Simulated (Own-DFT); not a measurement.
# What a defect does to the pressure of its cell: monoclinic HfO2

No measurement is shown. These are fixed-geometry runs of a retired plane-wave code named Own-DFT, which no person has reviewed; spin and spin-orbit coupling are neglected.

Common settings: PBE; PseudoDojo norm-conserving scalar-relativistic files; cutoff 72 hartree; 2 x 2 x 2 k mesh centred on Gamma; Fermi-Dirac smearing of 0.1 eV.

Known weak points (not all hold for every row): not probed for a lower state with spin; hafnium file: forces about 75 meV/angstrom off all-electron values; oxygen file: force components 24 meV/angstrom off all-electron in a glass; forces on such cells passed a denser k mesh, each cell not checked; stress not checked against mesh or cutoff.

All runs share one cell, with vectors in Å (10.234, 0.000, 0.000); (0.000, 10.350, 0.000); (-1.696, 0.000, 10.445) and a volume of 1106.4 Å³. u is the rms random offset of the atoms per axis. The defect's site can differ from row to row.

| cell | formula | u (Å) | P (GPa) |
|---|---|---|---|
| no defect | Hf32O64 | 0.0194 | 4.26 |
| no defect | Hf32O64 | 0.0519 | 6.09 |
| no defect | Hf32O64 | 0.0523 | 6.82 |
| two Al on a Hf site each and one O vacancy | Al2Hf30O63 | 0.0289 | 1.78 |
| two Al on a Hf site each and one O vacancy | Al2Hf30O63 | 0.0311 | 2.00 |
| two Al on a Hf site each and one O vacancy | Al2Hf30O63 | 0.0502 | 3.39 |
| two O vacancies | Hf32O62 | 0.0303 | 3.95 |
| two O vacancies | Hf32O62 | 0.0326 | 4.05 |
| two O vacancies | Hf32O62 | 0.0493 | 4.57 |
| two O vacancies | Hf32O62 | 0.0501 | ? |
| one Si on a Hf site | Hf31O64Si | 0.0305 | 2.56 |
| one Si on a Hf site | Hf31O64Si | 0.0472 | 4.68 |
| one Si on a Hf site | Hf31O64Si | 0.0517 | 4.59 |

## Worked fit

P = P0 + c u² + a shift for each defect gives P0 = 3.96 GPa, c = 916 ± 134 GPa/Å² and a scatter of 0.39 GPa. The shifts, and each times the cell's volume:

- two O vacancies: -1.11 ± 0.32 GPa, -7.7 eV (-3.8 eV for each of its 2 sites)
- one Si on a Hf site: -1.79 ± 0.32 GPa, -12.4 eV
- two Al on a Hf site each and one O vacancy: -2.89 ± 0.32 GPa, -19.9 eV

Positive is outwards. The product with the volume (160.2 GPa Å³ to the eV) is nearly free of the cell's size; divided by the bulk modulus at the cell's pressure it gives the volume that the defect adds. The atoms around the defects weren't relaxed, which would change these numbers.

## Check

Question: what pressure belongs in the blank (two O vacancies, u = 0.0501 Å)?

Estimate: 5.15 ± 0.47 GPa. The hidden result is 5.41 GPa.
